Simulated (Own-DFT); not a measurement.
## Calculated data, SiC (4H silicon carbide, atoms displaced)

Computed with Own-DFT development build. A calculation, not a measurement: plane-wave PBE density functional theory by an unreviewed code, no spin, of a simulated periodic cell, stress positive in tension, free energy of the whole cell less one offset for each atom, forces on such cells passed a denser k mesh, this cell's mesh not checked; offsets are fitted by least squares, one for each functional and potential file, so energies compare only between cells with the same atoms and settings and are not formation energies; the far tail of each file's local potential was reset to the Coulomb form; each entry is a single point on an unrelaxed cell, so the pressure reflects the starting lattice, mostly measured values (interpolated for alloys), from which strain is counted, and rises with the displacements; printed positions are rounded, which can move forces by about a meV/angstrom; the program, named Own-DFT, is a retired in-house code; no spin-orbit coupling.

```cif
# cell vector a (Å): 9.2481 0.0000 0.0000
# cell vector b (Å): -4.6241 8.0091 0.0000
# cell vector c (Å): 0.0000 0.0000 10.0681
data_SiC
_symmetry_space_group_name_H-M 'P 1'
_symmetry_Int_Tables_number 1
_cell_length_a 9.2481
_cell_length_b 9.2481
_cell_length_c 10.0681
_cell_angle_alpha 90.000
_cell_angle_beta 90.000
_cell_angle_gamma 120.000
_cell_volume 745.73
loop_
_atom_site_label
_atom_site_type_symbol
_atom_site_fract_x
_atom_site_fract_y
_atom_site_fract_z
_atom_site_occupancy
Si1 Si 0.99888 0.97901 0.39053 1
Si2 Si 0.10842 0.21052 0.14628 1
C1 C 0.00266 0.99074 0.09406 1
C2 C 0.09445 0.19753 0.34760 1
Si3 Si 0.00030 0.32725 0.43447 1
Si4 Si 0.10690 0.56062 0.15872 1
C3 C 0.02772 0.35456 0.10814 1
C4 C 0.11136 0.57637 0.33357 1
Si5 Si 0.02901 0.67760 0.41068 1
Si6 Si 0.10576 0.88346 0.15123 1
C5 C 0.99572 0.65820 0.08789 1
C6 C 0.11472 0.88633 0.32961 1
Si7 Si 0.33953 0.00192 0.39378 1
Si8 Si 0.44395 0.24276 0.14556 1
C7 C 0.33902 0.01105 0.08324 1
C8 C 0.42855 0.20447 0.33987 1
Si9 Si 0.32248 0.31775 0.42524 1
Si10 Si 0.44699 0.54657 0.15360 1
C9 C 0.34774 0.34141 0.09340 1
C10 C 0.43300 0.55409 0.34723 1
Si11 Si 0.33786 0.68083 0.40336 1
Si12 Si 0.44968 0.89795 0.16590 1
C11 C 0.33986 0.66039 0.08257 1
C12 C 0.46010 0.87619 0.32678 1
Si13 Si 0.68537 0.00536 0.39591 1
Si14 Si 0.78621 0.21462 0.15704 1
C13 C 0.65259 0.00852 0.10991 1
C14 C 0.75287 0.20515 0.34964 1
Si15 Si 0.66215 0.32856 0.40483 1
Si16 Si 0.79290 0.58058 0.15341 1
C15 C 0.68156 0.33783 0.09771 1
C16 C 0.75941 0.54865 0.33039 1
Si17 Si 0.65140 0.65047 0.39235 1
Si18 Si 0.78033 0.88359 0.15349 1
C17 C 0.65802 0.66695 0.09785 1
C18 C 0.78796 0.90413 0.35478 1
Si19 Si 0.00790 0.00808 0.90176 1
Si20 Si 0.89342 0.76625 0.64888 1
C19 C 0.00857 0.01633 0.59631 1
C20 C 0.87680 0.76262 0.83470 1
Si21 Si 0.97620 0.64510 0.89673 1
Si22 Si 0.87920 0.45011 0.65560 1
C21 C 0.98992 0.64949 0.58971 1
C22 C 0.87440 0.42821 0.83945 1
Si23 Si 0.99182 0.33172 0.90896 1
Si24 Si 0.89080 0.09921 0.65012 1
C23 C 0.99540 0.34672 0.59344 1
C24 C 0.89025 0.12408 0.85315 1
Si25 Si 0.66462 0.99096 0.91297 1
Si26 Si 0.57070 0.79340 0.67642 1
C25 C 0.67777 0.00667 0.57861 1
C26 C 0.55264 0.77670 0.83392 1
Si27 Si 0.65531 0.66483 0.91709 1
Si28 Si 0.56217 0.45059 0.65470 1
C27 C 0.65926 0.66312 0.59026 1
C28 C 0.56772 0.45154 0.83824 1
Si29 Si 0.67776 0.35306 0.91624 1
Si30 Si 0.51286 0.08719 0.66306 1
C29 C 0.68469 0.34539 0.59104 1
C30 C 0.54691 0.10745 0.83704 1
Si31 Si 0.35332 0.00300 0.91516 1
Si32 Si 0.24054 0.77780 0.64723 1
C31 C 0.33384 0.99769 0.60084 1
C32 C 0.21804 0.77584 0.85657 1
Si33 Si 0.34571 0.69256 0.90325 1
Si34 Si 0.19989 0.43137 0.67399 1
C33 C 0.31474 0.66350 0.58847 1
C34 C 0.21692 0.44780 0.86139 1
Si35 Si 0.32569 0.33075 0.90190 1
Si36 Si 0.22316 0.09758 0.67710 1
C35 C 0.33337 0.32980 0.59844 1
C36 C 0.21322 0.12870 0.83952 1
_calc_functional 'PBE'
_calc_potential_files 'PseudoDojo norm-conserving, scalar-relativistic, standard set'
_calc_wave_cutoff 42  # hartree
_calc_occupations 'Fermi-Dirac'
_calc_smearing_width 0.1  # eV
_calc_hardware 'one NVIDIA H100'
_calc_k_mesh '4 x 4 x 3 centred on Gamma'
_calc_free_energy_of_cell_above_offsets '12.757'  # eV
_calc_pressure 11.96  # GPa
_calc_stress_xx -11.18  # GPa
_calc_stress_yy -10.37  # GPa
_calc_stress_zz -14.31  # GPa
_calc_stress_yz -0.59  # GPa
_calc_stress_xz 0.84  # GPa
_calc_stress_xy 1.02  # GPa
_calc_wall_time 347.3  # s
```

Force:
```csv
element,x (eV/Å),y (eV/Å),z (eV/Å)
Si,-0.633,2.668,3.58
Si,0.503,2.548,3.191
C,-1.998,0.708,-1.957
C,0.656,3.217,-0.346
Si,-0.474,-0.798,-9.749
Si,2.377,1.708,-1.289
C,-2.117,-5.405,-2.669
C,4.279,-3.268,1.701
Si,-5.625,-0.233,-0.043
Si,3.048,-0.286,-1.886
C,0.028,2.177,-1.062
C,1.286,-0.705,2.303
Si,0.61,-2.34,1.122
Si,6.281,-4.413,2.907
C,-0.782,-0.329,4.722
C,0.303,4.374,-0.121
Si,-0.594,0.403,-4.223
Si,-3.621,2.052,2.264
C,-4.666,-0.796,-2.868
C,0.123,-1.84,-0.971
Si,0.283,-3.321,0.209
Si,-2.693,-2.445,-5.955
C,-0.93,1.948,2.185
C,-1.776,2.465,6.832
Si,-3.66,-1.797,2.533
Si,-0.869,4.139,2.116
C,5.237,-1.707,-4.55
C,2.555,4.601,-1.777
Si,-0.876,0.421,-0.29
Si,-0.653,-4.306,0.633
C,-1.524,0.81,-0.333
C,2.062,0.345,1.579
Si,-0.183,2.423,3.119
Si,-1.946,1.811,2.019
C,1.904,0.968,-0.899
C,2.214,-5.551,-4.165
Si,-1.72,-2.473,0.297
Si,-3.341,1.583,-0.22
C,4.236,-4.329,-1.277
C,-0.29,1.937,1.701
Si,2.214,2.657,1.267
Si,2.79,-2.175,1.127
C,1.71,4.608,-0.337
C,1.434,1.699,-0.026
Si,0.905,2.339,1.85
Si,-3.887,2.8,1.488
C,0.867,-1.507,6.778
C,0.562,-3.944,-1.174
Si,-1.25,2.377,-0.217
Si,0.374,-0.68,-12
C,-1.823,-1.458,3.451
C,0.757,0.525,8.692
Si,1.448,-0.184,-3.28
Si,0.059,-0.646,-0.849
C,0.623,1.281,-0.174
C,-2.334,-0.589,2.112
Si,-1.422,-3.37,-0.821
Si,11.69,6.964,0.452
C,-5.58,-3.219,-0.931
C,2.224,1.035,2.073
Si,-3.347,-1.648,-2.49
Si,-5.858,0.795,4.127
C,-6.904,-4.159,-5.216
C,-1.448,1.13,-2.859
Si,-0.637,-4.238,1.347
Si,2.242,1.878,-1.84
C,5.784,-2.353,-0.338
C,0.088,0.742,-2.23
Si,1.473,3.168,0.844
Si,-1.959,1.874,-6.182
C,-0.268,-0.43,3.147
C,2.455,-2.235,3.849
```
